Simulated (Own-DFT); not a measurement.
Si3N4 (beta silicon nitride, strained, atoms displaced) (calculated)

Computed with Own-DFT development build. A calculation, not a measurement: plane-wave PBE density functional theory by an unreviewed code, no spin, of a simulated periodic cell, stress positive in tension, free energy of the whole cell less one offset for each atom, forces on such cells passed a denser k mesh, this cell's mesh not checked; offsets are fitted by least squares, one for each functional and potential file, so energies compare only between cells with the same atoms and settings and are not formation energies; the far tail of each file's local potential was reset to the Coulomb form; each entry is a single point on an unrelaxed cell, so the pressure reflects the starting lattice, mostly measured values (interpolated for alloys), from which strain is counted, and rises with the displacements; printed positions are rounded, which can move forces by about a meV/angstrom; the program, named Own-DFT, is a retired in-house code; no spin-orbit coupling.

Si3N4 (beta silicon nitride, strained, atoms displaced)

```
Si3N4
1.0
      7.7013    -0.0754     0.0841
     -3.9160     6.5487    -0.0357
      0.0965     0.0084     8.7379
Si N Si N Si N
6 8 6 8 6 8
Direct
  0.18668 0.78197 0.08402
  0.22760 0.39007 0.09310
  0.59874 0.83544 0.09174
  0.82609 0.22965 0.24909
  0.77091 0.60424 0.25761
  0.41390 0.17961 0.25050
  0.33786 0.03134 0.08579
  0.95988 0.30400 0.09052
  0.69817 0.66488 0.08844
  0.67005 0.96714 0.24824
  0.04284 0.69914 0.24279
  0.29812 0.33281 0.25044
  0.33179 0.65726 0.08211
  0.65987 0.32886 0.25322
  0.15540 0.76014 0.40696
  0.22439 0.39806 0.41344
  0.60760 0.83904 0.41903
  0.83256 0.22602 0.58441
  0.76906 0.58701 0.57673
  0.41447 0.16970 0.59034
  0.33566 0.03771 0.42256
  0.96869 0.29990 0.42421
  0.69152 0.66867 0.42149
  0.66594 0.96282 0.58335
  0.02812 0.69869 0.58267
  0.30134 0.34694 0.57428
  0.32986 0.66698 0.41898
  0.67530 0.33487 0.58953
  0.14963 0.76003 0.75031
  0.22446 0.38876 0.74275
  0.58104 0.81225 0.74966
  0.81992 0.23597 0.91659
  0.77481 0.60214 0.91804
  0.39453 0.15950 0.90570
  0.32885 0.01817 0.74255
  0.96085 0.30626 0.75403
  0.70578 0.66096 0.74601
  0.66322 0.96046 0.91940
  0.02969 0.69070 0.92640
  0.31000 0.34300 0.91250
  0.31855 0.65256 0.74938
  0.66025 0.32713 0.92096
```

It was run with functional PBE, potential files PseudoDojo norm-conserving, scalar-relativistic, standard set, wave cutoff 42 hartree, occupations Fermi-Dirac, smearing width 0.1 eV and k mesh 3 x 3 x 3 centred on Gamma.

It finds free energy of cell above offsets -2.773 eV; pressure 6.96 GPa; stress xx 0.17 GPa; stress yy -7.47 GPa; stress zz -13.59 GPa; stress yz 0.68 GPa; stress xz 3.28 GPa; stress xy -5.28 GPa.

Force:
| element | x (eV/Å) | y (eV/Å) | z (eV/Å) |
| --- | --- | --- | --- |
| Si | 2.345 | -4.097 | -1.219 |
| Si | -2.227 | 2.872 | -3.94 |
| Si | -0.322 | -4.809 | -3.382 |
| Si | -2.151 | 0.829 | 2.497 |
| Si | 0.754 | -1.647 | -2.359 |
| Si | -2.326 | -1.068 | 1.074 |
| N | -0.545 | 1.913 | -1.079 |
| N | 2.496 | 0.264 | -2.688 |
| N | -0.372 | 1.354 | 0.286 |
| N | 0.459 | 2.113 | 2.745 |
| N | -4.367 | -1.314 | 0.772 |
| N | 2.299 | -2.354 | 0.71 |
| N | -0.464 | 1.483 | 0.519 |
| N | 3.053 | 2.794 | 0.408 |
| Si | 5.385 | 1.992 | 3.478 |
| Si | -0.346 | 3.304 | 0.34 |
| Si | -3.051 | -3.706 | -0.81 |
| Si | -2.441 | 0.19 | 2.011 |
| Si | -0.97 | 0.92 | 1.583 |
| Si | -1.271 | 2.209 | -3.15 |
| N | -0.653 | -1.649 | -1.643 |
| N | -0.266 | -0.517 | -3.088 |
| N | 1.527 | 0.094 | -0.446 |
| N | 0.413 | 1.663 | 1.676 |
| N | -1.154 | -0.252 | -1.413 |
| N | 3.591 | -3.454 | 1.48 |
| N | -0.053 | 0.525 | -0.665 |
| N | -0.012 | -1.959 | -0.471 |
| Si | 4.287 | -1.617 | -0.038 |
| Si | -1.86 | 2.667 | 1.954 |
| Si | 0.384 | -0.991 | 0.875 |
| Si | -0.185 | -1.231 | 1.52 |
| Si | -1.234 | -2.113 | 0.477 |
| Si | 0.54 | 3.171 | 2.542 |
| N | -0.722 | -0.175 | 1.729 |
| N | 1.977 | -0.395 | -1.167 |
| N | -1.663 | 1.57 | 0.844 |
| N | 0.333 | 1.516 | -0.843 |
| N | -0.489 | 1.033 | -0.977 |
| N | 0.664 | -2.983 | 0.338 |
| N | -0.61 | 1.226 | 0.019 |
| N | -0.753 | 0.626 | -0.499 |
